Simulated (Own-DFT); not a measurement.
Simulation results for GaN (wurtzite, strained, atoms displaced)

All values are calculated (Own-DFT development build). A calculation, not a measurement: plane-wave PBE density functional theory by an unreviewed code, no spin, of a simulated periodic cell, stress positive in tension, free energy of the whole cell less one offset for each atom, forces on such cells passed a denser k mesh, this cell's mesh not checked; offsets are fitted by least squares, one for each functional and potential file, so energies compare only between cells with the same atoms and settings and are not formation energies; the far tail of each file's local potential was reset to the Coulomb form; each entry is a single point on an unrelaxed cell, so the pressure reflects the starting lattice, mostly measured values (interpolated for alloys), from which strain is counted, and rises with the displacements; printed positions are rounded, which can move forces by about a meV/angstrom; the program, named Own-DFT, is a retired in-house code; no spin-orbit coupling.

Settings shared by all entries: functional PBE; potential files PseudoDojo norm-conserving, scalar-relativistic, standard set with the stringent files for Ga; wave cutoff 96 hartree; occupations Gaussian; smearing width 0.01 eV; k mesh 3 x 4 x 3 centred on Gamma.

(1) 
```xyz
96
Lattice="12.7560 0.0000 0.0000 -4.7835 8.2853 0.0000 0.0000 0.0000 10.2144" Properties=species:S:1:pos:R:3:force_x:R:1:force_y:R:1:force_z:R:1 formula=GaN free_energy_of_cell_above_offsets=-3.595 pressure=10.17 stress_xx=-7.61 stress_yy=-7.62 stress_zz=-15.29 stress_yz=0.6 stress_xz=0.36 stress_xy=0.1
Ga    -0.0217     1.8556    10.1030      0.613      -1.03      1.617
Ga     1.6345     0.9987     2.4880     -4.635     -3.104      2.233
N     -0.0360     1.8199     1.9109      0.466      0.732      -0.77
N      1.5088     0.9268     4.5151      2.306     -0.224     -0.988
Ga     0.0136     1.8779     5.0738     -1.334      0.302     -1.001
Ga     1.5623     0.8949     7.6074      0.204      1.066      0.029
N     -0.0370     1.7994     6.9431      0.191      0.665      1.576
N      1.6003     0.8471     9.5408     -0.402      2.174      0.046
Ga    -1.5508     4.7180     0.0233     -0.539     -2.205     -0.727
Ga    -0.0815     3.7205     2.5699      1.069     -0.807     -1.234
N     -1.6790     4.5779     1.9587      1.526      0.893     -1.338
N     -0.0071     3.7802     4.4076     -0.008     -1.067      1.796
Ga    -1.6787     4.5389     5.0402      1.613      1.164      1.084
Ga    -0.0593     3.6240     7.6409      1.072      0.005     -0.738
N     -1.5473     4.6038     7.0342     -0.899     -0.083     -0.573
N      0.0207     3.6060     9.5309     -0.015      2.563      0.674
Ga    -3.0721     7.4292    10.1808     -1.609     -1.239      1.109
Ga    -1.6425     6.4164     2.4884     -0.067      0.468       1.52
N     -3.1892     7.3542     1.9244     -0.805      0.564     -0.203
N     -1.5393     6.3887     4.4814      -0.55      0.938      -0.27
Ga    -3.1649     7.3410     5.1026     -0.212     -0.024     -0.385
Ga    -1.4885     6.4336     7.6711     -2.907     -0.452     -1.071
N     -3.2371     7.4444     7.0255      0.683     -2.451      0.047
N     -1.5988     6.4747     9.5368      1.716     -0.074      0.841
Ga     3.1461     1.8122    10.1860     -0.684      0.736      0.129
Ga     4.7290     0.9924     2.6004      1.025     -1.371     -1.022
N      3.0674     1.7841     1.9709      4.655      2.524     -1.753
N      4.8868     0.9117     4.5080     -1.999     -0.094     -0.234
Ga     3.2265     1.8388     5.1047     -1.157     -0.054      0.713
Ga     4.7844     0.9166     7.6708     -0.186     -0.458      0.009
N      3.2119     1.8501     7.1442     -0.275     -0.307     -1.646
N      4.7047     0.9909     9.5954      1.798     -1.477      0.277
Ga     1.6203     4.6997     0.0265     -0.786     -2.266     -0.384
Ga     3.2164     3.6175     2.5598     -1.219      1.639     -0.005
N      1.5319     4.5970     1.8790      0.777      0.202      1.146
N      3.0801     3.7281     4.5055      2.079     -1.373     -0.642
Ga     1.5922     4.6547     5.1968     -1.084     -0.372       -3.8
Ga     3.1990     3.6539     7.7404      0.029      0.717     -1.551
N      1.6310     4.5496     6.9296     -0.315      0.544      5.108
N      3.1195     3.6947     9.5959          1      0.204      1.434
Ga     0.0921     7.3757     0.0063     -2.109      1.278      0.267
Ga     1.5682     6.4914     2.5537     -0.373     -1.093     -0.457
N     -0.0779     7.3383     1.9158       0.96       0.94      0.166
N      1.6371     6.3691     4.4090     -0.163      1.722       1.62
Ga     0.0589     7.3549     5.1528     -0.229     -0.944     -2.652
Ga     1.5584     6.4232     7.7374       0.53      -0.31      -1.91
N     -0.0387     7.2854     6.9571      1.791      1.473      2.388
N      1.6048     6.4663     9.6291       0.12      0.227     -0.761
Ga     6.4127     1.8532     0.0290      -0.99     -1.089     -0.459
Ga     7.9654     0.8492     2.5153      1.084      0.942      1.632
N      6.4615     1.7336     1.8893     -2.255      1.714      1.005
N      7.9909     0.9979     4.4858     -0.994      -1.29     -0.122
Ga     6.3425     1.8725     5.1224      2.064      0.148      0.007
Ga     7.9878     0.9121     7.6733     -0.302       1.31     -0.377
N      6.3616     1.8021     7.0706      0.034      0.548     -0.508
N      7.9564     0.9741     9.5623      0.278     -1.068      0.756
Ga     4.8092     4.6092     0.0426     -0.481     -0.234     -0.788
Ga     6.3984     3.7575     2.5395      1.001     -1.447     -1.378
N      4.8375     4.6735     1.9954     -1.192     -1.592     -1.014
N      6.3809     3.7138     4.3731     -0.469     -0.799      1.989
Ga     4.7876     4.5393     5.0585     -0.607      1.346      0.587
Ga     6.3247     3.6526     7.6781      1.376      0.077     -0.214
N      4.8303     4.6259     7.0739     -1.039      -0.23     -0.915
N      6.3202     3.5624     9.5888      0.571      2.712      0.377
Ga     3.1522     7.3986    10.2070      1.497      0.373      0.129
Ga     4.8252     6.4806     2.4692     -1.663      0.178      2.222
N      3.1744     7.3412     1.9507      0.236      -0.36     -1.066
N      4.7841     6.4775     4.5302      0.059     -0.959     -0.742
Ga     3.1978     7.3218     5.1798     -0.346      1.104     -1.719
Ga     4.7615     6.4627     7.6545      0.151      0.272     -1.077
N      3.1357     7.4640     7.0519      0.003     -2.446      0.718
N      4.7944     6.4490     9.5204     -0.481     -0.045      1.609
Ga     9.5233     1.8907     0.0157      0.822     -0.152     -0.278
Ga    11.1201     0.9516     2.4241      0.678     -0.629      1.874
N      9.5710     1.8713     1.9538     -1.075      0.107     -0.773
N     11.1094     0.9219     4.4741      1.014     -0.109     -0.771
Ga     9.5766     1.8487     5.0833     -0.174     -0.535      0.164
Ga    11.1738     0.8900     7.6966     -0.563      1.358     -1.913
N      9.5258     1.8086     7.0222       0.94      0.133      0.118
N     11.1730     0.9279     9.5193     -0.864     -0.018      1.971
Ga     7.9762     4.6478     0.0088      0.294     -0.403     -1.303
Ga     9.5897     3.7324     2.5716     -1.834     -1.156     -0.138
N      7.9995     4.6494     1.8895      -0.48     -0.376      0.706
N      9.5517     3.6573     4.4719     -1.034      0.312      0.092
Ga     7.9198     4.5793     5.1124       0.83      0.663     -0.072
Ga     9.6061     3.6300     7.6201     -0.268      0.739      0.156
N      8.0145     4.6179     7.0300     -0.979     -0.264      0.437
N      9.5870     3.6705     9.5440     -0.062      1.009      0.807
Ga     6.4019     7.3725    10.1507      -0.15       0.27      0.017
Ga     7.8355     6.4652     2.5696      1.801      0.482     -0.938
N      6.2972     7.3588     1.8537      1.156      0.945     -0.207
N      7.9608     6.4220     4.4291     -0.284      0.134      1.354
Ga     6.3501     7.3755     5.1674      0.694      0.393     -1.336
Ga     7.8736     6.4774     7.7031      2.285     -0.722     -0.677
N      6.4240     7.4330     7.0481     -1.662     -1.205      0.182
N      8.0250     6.5241     9.6026      -0.29     -0.995      0.165
```

Units: free_energy_of_cell_above_offsets in eV; pressure, stress_xx, stress_yy, stress_zz, stress_yz, stress_xz, stress_xy in GPa; force_x, force_y, force_z in eV/Å.

(2) 
```xyz
96
Lattice="12.7560 0.0000 0.0000 -4.7835 8.2853 0.0000 0.0000 0.0000 10.2144" Properties=species:S:1:pos:R:3:force_x:R:1:force_y:R:1:force_z:R:1 formula=GaN free_energy_of_cell_above_offsets=-3.857 pressure=9.99 stress_xx=-6.83 stress_yy=-10.08 stress_zz=-13.05 stress_yz=0.48 stress_xz=0.35 stress_xy=-1.31
Ga    -0.0424     1.7871     0.0504      0.046     -0.276     -0.822
Ga     1.5202     0.9238     2.5802      1.474     -0.415     -1.028
N      0.0105     1.8222     1.8980     -0.891     -0.037      1.627
N      1.6574     0.8911     4.4511     -1.056      0.805      0.977
Ga     0.0376     1.9304     5.0537     -0.334     -1.874      0.711
Ga     1.6333     1.0116     7.7421     -2.594     -1.698     -1.144
N     -0.0511     1.9704     7.0326      0.245     -4.712     -1.028
N      1.5574     0.8816     9.5729      0.136      0.904      1.523
Ga    -1.5413     4.6935    10.1330     -0.511     -3.598      2.124
Ga     0.0437     3.6827     2.6213     -1.047       -0.3     -1.642
N     -1.6047     4.5287     1.9513      0.761      1.073     -0.376
N      0.0354     3.6943     4.4877     -0.324       0.89      0.683
Ga    -1.6798     4.5607     5.1207      2.045      1.137      0.166
Ga    -0.0133     3.5811     7.6817     -0.079      3.478       1.32
N     -1.6193     4.5477     7.0869      1.208      1.203     -0.567
N      0.0625     3.5824     9.6747     -1.364      1.018     -1.704
Ga    -3.1141     7.4090     0.0139     -1.981     -0.861      0.564
Ga    -1.5256     6.4430     2.5436     -0.107     -0.729     -0.066
N     -3.1217     7.3401     1.9702     -0.898      0.581     -0.428
N     -1.5103     6.4335     4.4862     -1.271     -0.668      0.071
Ga    -3.1061     7.3921     5.1311     -0.154     -0.648     -0.113
Ga    -1.5410     6.4303     7.7078     -1.197     -0.042     -0.569
N     -3.1416     7.4294     7.0686     -0.482      -0.45      0.202
N     -1.6190     6.4260     9.6784      1.068      1.373      -1.69
Ga     3.1532     1.8544     0.0380      0.401      -0.27     -1.092
Ga     4.7630     0.9040     2.5608      0.031      0.184     -0.161
N      3.2158     1.8243     1.8874     -0.794      0.424      1.773
N      4.7179     0.9909     4.5404      0.807     -1.134     -0.594
Ga     3.1569     1.8632     5.1128     -0.192     -0.228      0.974
Ga     4.8125     0.9568     7.6585     -1.533     -1.601       0.31
N      3.1097     1.8155     7.1686      2.343      1.652     -2.303
N      4.7716     0.9695     9.5708     -0.218      -1.09      0.592
Ga     1.5727     4.5773    10.1258      0.724      0.272      1.009
Ga     3.2902     3.6885     2.6008     -1.432     -0.561     -1.112
N      1.5324     4.5272     1.8372      1.768      0.491      1.355
N      3.1716     3.6829     4.5061      1.294     -0.085      0.389
Ga     1.6668     4.5733     5.1433     -1.345      0.895     -0.416
Ga     3.1425     3.6922     7.6381      0.155     -0.148       0.94
N      1.5211     4.6356     7.0238      0.818     -1.331      0.872
N      3.2219     3.7111     9.6554      -1.87     -1.192     -1.735
Ga     0.0242     7.2882    10.1968       0.42      1.799      0.331
Ga     1.7074     6.2994     2.5997     -1.299      0.976      -0.57
N      0.0462     7.3928     1.9082      0.377     -1.024      0.695
N      1.6072     6.4189     4.5561      1.049      0.363     -0.869
Ga     0.0247     7.3628     5.0354        0.1      0.344      1.029
Ga     1.5901     6.4084     7.6158     -0.162      1.179      0.703
N     -0.0315     7.2834     7.0156      0.926      1.445      0.156
N      1.6506     6.4406     9.6360     -1.322     -0.887     -1.659
Ga     6.3930     1.8372    10.1804     -0.029     -0.143      0.346
Ga     7.9004     0.8495     2.5795       0.15      1.154     -0.356
N      6.3262     1.8695     1.9547      0.677     -0.208     -0.339
N      7.9395     0.9061     4.5604      0.237       1.95     -1.336
Ga     6.3325     1.8785     5.0802      0.203     -1.998      1.531
Ga     8.0068     0.9408     7.6160     -0.982      0.161       0.27
N      6.2966     1.8581     7.1127      1.994     -0.312     -1.783
N      7.9719     0.8312     9.5353      0.143      1.285      0.529
Ga     4.7083     4.5484    10.2067      2.673      1.078      0.412
Ga     6.3586     3.7245     2.5528      0.491     -0.576     -0.166
N      4.8022     4.6282     1.9448     -0.238      0.081     -0.413
N      6.3969     3.5697     4.4855      0.053       2.92     -0.418
Ga     4.8608     4.5385     5.2420     -0.421      0.949     -1.989
Ga     6.3398     3.6415     7.7267      2.263      0.223     -1.518
N      4.8414     4.4821     7.1236     -2.121      2.234      -0.68
N      6.4252     3.6920     9.5237      -0.71     -0.416        2.8
Ga     3.1857     7.3301    10.1851      0.986      0.036     -0.919
Ga     4.7941     6.4871     2.4623     -0.999     -0.615      0.934
N      3.1374     7.3655     1.8194       0.64     -0.339      2.205
N      4.7959     6.4419     4.4005      0.464     -0.219      1.721
Ga     3.2568     7.4787     5.1128      -0.14     -3.034      0.235
Ga     4.7624     6.4720     7.6288      0.084     -1.083      1.192
N      3.1781     7.3736     7.0542       0.13     -0.252     -0.322
N      4.8554     6.3881     9.6275     -1.375      0.256     -0.812
Ga     9.5169     1.8364     0.0682      -0.22      0.241     -1.609
Ga    11.1026     0.9020     2.5576      0.224      1.045      -0.48
N      9.5014     1.9028     1.9053     -0.139     -1.351      1.938
N     11.1735     0.9290     4.4376      0.126      0.201      1.307
Ga     9.5718     1.9442     5.0743      0.123     -3.021      0.222
Ga    11.1211     0.8588     7.6811      0.264      2.396      0.352
N      9.5469     1.8566     6.9667      0.536     -0.058       0.94
N     11.0900     0.8728     9.6631      0.423      1.862     -1.327
Ga     7.9585     4.6240    10.1823      0.339     -0.319      0.747
Ga     9.5672     3.6917     2.5859     -0.272      0.403     -1.859
N      7.9507     4.6532     1.9726      0.072     -0.718     -0.337
N      9.5897     3.6356     4.4514     -0.415      1.554      0.146
Ga     8.0155     4.6011     4.9900     -0.886      0.042      1.146
Ga     9.6262     3.6864     7.6516     -2.323     -0.415      0.972
N      7.9553     4.6285     6.9492      0.183     -0.429      0.621
N      9.5765     3.6809     9.6545       0.25      0.102      -1.03
Ga     6.2994     7.4432     0.0532      1.102     -2.306     -0.814
Ga     7.9444     6.4743     2.4989      0.534      0.389      0.151
N      6.3085     7.4000     1.9233      1.273      0.093      0.417
N      8.0331     6.4447     4.4518     -0.053      0.405      0.338
Ga     6.4778     7.3629     5.1841     -1.024      0.144     -1.747
Ga     7.9704     6.4552     7.6473      0.511     -0.218       0.75
N      6.3335     7.4123     7.0853      0.692     -1.355     -0.636
N      7.9201     6.4218     9.6558      0.772       1.55     -0.745
```

Units: free_energy_of_cell_above_offsets in eV; pressure, stress_xx, stress_yy, stress_zz, stress_yz, stress_xz, stress_xy in GPa; force_x, force_y, force_z in eV/Å.

(3) 
```xyz
96
Lattice="12.7560 0.0000 0.0000 -4.7835 8.2853 0.0000 0.0000 0.0000 10.2144" Properties=species:S:1:pos:R:3:force_x:R:1:force_y:R:1:force_z:R:1 formula=GaN free_energy_of_cell_above_offsets=-4.533 pressure=9.96 stress_xx=-6.2 stress_yy=-7.34 stress_zz=-16.33 stress_yz=-0.37 stress_xz=-0.46 stress_xy=-0.74
Ga    -0.0079     1.9509    10.2040      0.055     -1.811     -0.238
Ga     1.6100     0.9551     2.5999     -1.252     -0.308     -2.585
N     -0.1068     1.8465     1.8491      1.399     -0.066      1.598
N      1.6238     0.9523     4.4011     -0.305     -0.339       2.61
Ga    -0.0356     1.8150     5.1344      1.391      0.721     -0.388
Ga     1.6072     0.9070     7.7454     -0.188      0.681     -2.828
N      0.0212     1.8104     7.0466     -0.734       0.77      0.358
N      1.6265     0.9239     9.5303     -1.479      0.159      2.271
Ga    -1.6486     4.6408     0.0980      0.127      0.002     -2.713
Ga     0.0251     3.6875     2.5173     -0.699     -0.535     -0.743
N     -1.6332     4.6051     1.8962      0.292     -0.207      2.011
N      0.0444     3.6049     4.3794     -0.821      0.758      1.613
Ga    -1.6232     4.5697     5.0859      1.635      0.572     -0.063
Ga    -0.0597     3.7418     7.7039       0.75     -0.585     -0.419
N     -1.6567     4.6698     7.0192      0.955     -1.535     -0.449
N     -0.0338     3.7200     9.6699     -0.494      0.593     -1.436
Ga    -3.2296     7.3913    10.1070      1.948      0.218      1.368
Ga    -1.6833     6.4135     2.4845      1.547      0.963      0.734
N     -3.1929     7.3836     1.8892     -0.671      0.154     -0.059
N     -1.6190     6.4125     4.5010     -0.666      0.404     -0.718
Ga    -3.2147     7.4219     5.1206      0.134     -0.763      0.031
Ga    -1.5901     6.4079     7.6674     -0.024      1.391     -0.557
N     -3.1926     7.4081     7.0792      0.124     -0.638     -0.553
N     -1.5461     6.4558     9.5306     -1.184     -0.204      1.335
Ga     3.1189     1.7538     0.0052      2.103      1.158     -1.121
Ga     4.7800     0.9583     2.5386      0.449     -0.663      -0.25
N      3.1552     1.7809     1.8466      0.414      1.299      1.824
N      4.8167     0.9432     4.5278      -0.66     -0.751     -1.055
Ga     3.2266     1.8227     5.1150     -0.687      1.117       0.36
Ga     4.6812     0.9229     7.6523      1.724      0.238      0.685
N      3.1736     1.8332     7.0682     -0.458      0.747     -0.295
N      4.8535     0.8790     9.6205     -0.917      1.175     -0.586
Ga     1.5516     4.5775    10.1989      0.544      0.965      -0.95
Ga     3.1739     3.7205     2.4849      0.277     -0.718      1.162
N      1.5814     4.6155     1.8323      0.275     -0.171       1.77
N      3.2287     3.7301     4.5991      -0.74     -0.785     -1.985
Ga     1.5248     4.6330     5.0830      0.872     -1.305      0.348
Ga     3.1951     3.7454     7.7494     -0.737     -1.168     -1.707
N      1.5930     4.5027     6.9955     -0.657      1.709      0.951
N      3.1418     3.7124     9.5873      0.788     -0.573      1.512
Ga     0.0230     7.3428    10.1924     -1.186      0.927      0.212
Ga     1.5483     6.4025     2.5865      0.443      1.355     -2.345
N      0.0299     7.4108     1.8504     -0.924     -0.724      1.837
N      1.5041     6.3867     4.4031      0.304      1.147      2.237
Ga    -0.0832     7.3426     5.1224      0.895      0.282     -0.326
Ga     1.6514     6.5189     7.6847     -1.721     -1.705     -0.048
N     -0.0032     7.4008     7.0483      0.191     -0.815     -0.223
N      1.4967     6.4515     9.6195      2.634     -0.791     -1.041
Ga     6.3981     1.8933     0.0079     -0.621      0.086      0.129
Ga     8.0284     0.9436     2.5596     -0.431      -0.34     -0.153
N      6.4421     1.8606     1.9378     -0.786     -0.002      0.524
N      8.0027     0.8126     4.4741     -0.163      2.599      0.386
Ga     6.3475     1.8974     5.0231       1.34     -1.209       1.31
Ga     7.9071     0.9395     7.7049      0.468     -0.054     -0.643
N      6.3982     1.8828     7.0282     -0.797     -0.479     -0.477
N      7.9706     0.9804     9.6275     -0.026     -0.658     -0.753
Ga     4.7955     4.6595     0.0260     -0.483     -0.919     -0.279
Ga     6.3542     3.6602     2.6245      0.928      0.011     -2.011
N      4.8516     4.5533     1.9455     -1.383      0.272     -0.204
N      6.3730     3.7070     4.4612      0.219     -0.163      1.239
Ga     4.8151     4.5950     5.1795     -0.743      0.857      -1.24
Ga     6.3677     3.6851     7.6379      0.386      0.359      0.745
N      4.7374     4.5922     7.0492      1.227      0.675      0.724
N      6.3705     3.7395     9.6208      0.168     -0.021     -0.814
Ga     3.1514     7.4118    10.1881     -0.058     -0.594      1.055
Ga     4.7948     6.3649     2.5772     -0.485      1.389      -0.92
N      3.1799     7.4424     1.9455     -0.026     -1.834     -0.302
N      4.7659     6.4340     4.4396        0.4      0.129      2.033
Ga     3.1389     7.3581     5.0931      0.176      -1.44     -0.446
Ga     4.8395     6.4653     7.5987     -0.387     -0.189      1.074
N      3.1832     7.3283     7.0318      0.962      1.154      0.061
N      4.7879     6.4618     9.6662     -0.032      0.626     -1.688
Ga     9.5629     1.7959     0.0397      0.689      0.919     -1.382
Ga    11.0997     0.9010     2.5854        0.7      0.236      -1.32
N      9.5820     1.8610     1.8741     -0.279     -0.163      1.679
N     11.2136     0.9417     4.4427     -1.066     -0.534       1.37
Ga     9.5910     1.8295     5.1643     -0.335     -0.067     -2.025
Ga    11.1256     0.9336     7.6338      0.728      0.394      1.172
N      9.5377     1.8868     7.0114      0.018     -1.504      0.802
N     11.2012     0.9503     9.6406      -0.55     -0.497     -1.404
Ga     7.9545     4.7167    10.1922       0.54     -1.741     -0.267
Ga     9.5452     3.6408     2.5392      -0.07      0.619     -0.959
N      7.9384     4.5800     1.8754       0.41      0.417      1.216
N      9.6665     3.7106     4.4006     -2.456     -1.304      1.267
Ga     7.9390     4.5565     5.1274      1.282      0.334     -0.362
Ga     9.6631     3.6055     7.6774     -1.359      1.793      0.058
N      8.0045     4.6484     7.0183      -0.22     -1.395      0.624
N      9.6040     3.6705     9.5486     -0.723      0.221      1.175
Ga     6.4250     7.3610     0.0015     -0.782      0.912      0.491
Ga     8.0165     6.4148     2.6011     -1.112      0.489     -0.446
N      6.3068     7.4021     1.9247      1.191     -1.161      0.404
N      7.8827     6.4043     4.5742      1.923      0.147     -1.226
Ga     6.4427     7.3979     5.1822     -1.851      0.011     -3.035
Ga     7.9851     6.4175     7.6404      0.319      0.831     -0.111
N      6.4300     7.4266     6.9735     -0.687      -0.72      2.688
N      8.0132     6.5134     9.5854     -1.226     -0.833     -0.907
```

Units: free_energy_of_cell_above_offsets in eV; pressure, stress_xx, stress_yy, stress_zz, stress_yz, stress_xz, stress_xy in GPa; force_x, force_y, force_z in eV/Å.
